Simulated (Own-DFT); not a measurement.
# One host, several defects: zincblende GaP

Source: density functional calculations with Own-DFT, an unreviewed in-house program that is no longer used. Nothing was measured or relaxed, and spin and spin-orbit coupling are left out.

Method: PBE; PseudoDojo norm-conserving scalar-relativistic files; cutoff 42 hartree; 3 x 3 x 3 k mesh centred on Gamma; Fermi-Dirac smearing of 0.1 eV.

Known weak points (not all hold for every row): not probed for a lower state with spin; forces on such cells failed a check on a denser k mesh; forces on such cells passed a denser k mesh, each cell not checked; stress not checked against mesh or cutoff.

All runs share one cell, with vectors in Å (10.901, 0.000, 0.000); (0.000, 10.901, 0.000); (0.000, 0.000, 10.901) and a volume of 1295.4 Å³. u is the rms random offset of the atoms per axis. The defect's site can differ from row to row.

```
                   cell    formula   u (Å)  P (GPa)
              no defect    Ga32P32  0.0197     2.72
              no defect    Ga32P32  0.0207     2.72
              no defect    Ga32P32  0.0484     3.29
two P on a Ga site each    Ga30P34  0.0485     3.42
two P on a Ga site each    Ga30P34  0.0487     3.28
two P on a Ga site each    Ga30P34  0.0489     3.33
    one Al on a Ga site  AlGa31P32  0.0306     2.80
    one Al on a Ga site  AlGa31P32  0.0326     2.84
    one Al on a Ga site  AlGa31P32  0.0539     3.25
     one P on a Ga site    Ga31P33  0.0261     2.88
     one P on a Ga site    Ga31P33  0.0285     2.92
     one P on a Ga site    Ga31P33  0.0544     3.55
        two P vacancies    Ga32P30  0.0309     2.37
        two P vacancies    Ga32P30  0.0318        ?
        two P vacancies    Ga32P30  0.0498     2.74
        two P vacancies    Ga32P30  0.0539     2.60
```

## Analysis

P = P0 + c u² + a shift for each defect gives P0 = 2.65 GPa, c = 248 ± 26 GPa/Å² and a scatter of 0.08 GPa. The shifts, and each times the cell's volume:

- two P on a Ga site each: 0.11 ± 0.08 GPa, 0.9 eV (0.4 eV for each of its 2 sites) (not resolved)
- one P on a Ga site: 0.10 ± 0.07 GPa, 0.8 eV (not resolved)
- one Al on a Ga site: -0.09 ± 0.07 GPa, -0.7 eV (not resolved)
- two P vacancies: -0.60 ± 0.07 GPa, -4.9 eV (-2.4 eV for each of its 2 sites)

A positive shift means that the defect pushes the cell outwards. Shift times volume (160.2 GPa Å³ is 1 eV) depends little on the cell's size, so, taken for each site, it can be compared between cells at like pressure. The atoms around the defects weren't relaxed, which would change these numbers.

## Withheld run

Question: what pressure belongs in the blank (two P vacancies, u = 0.0318 Å)?

The fitted form gives 2.29 ± 0.10 GPa. The hidden result is 2.31 GPa.
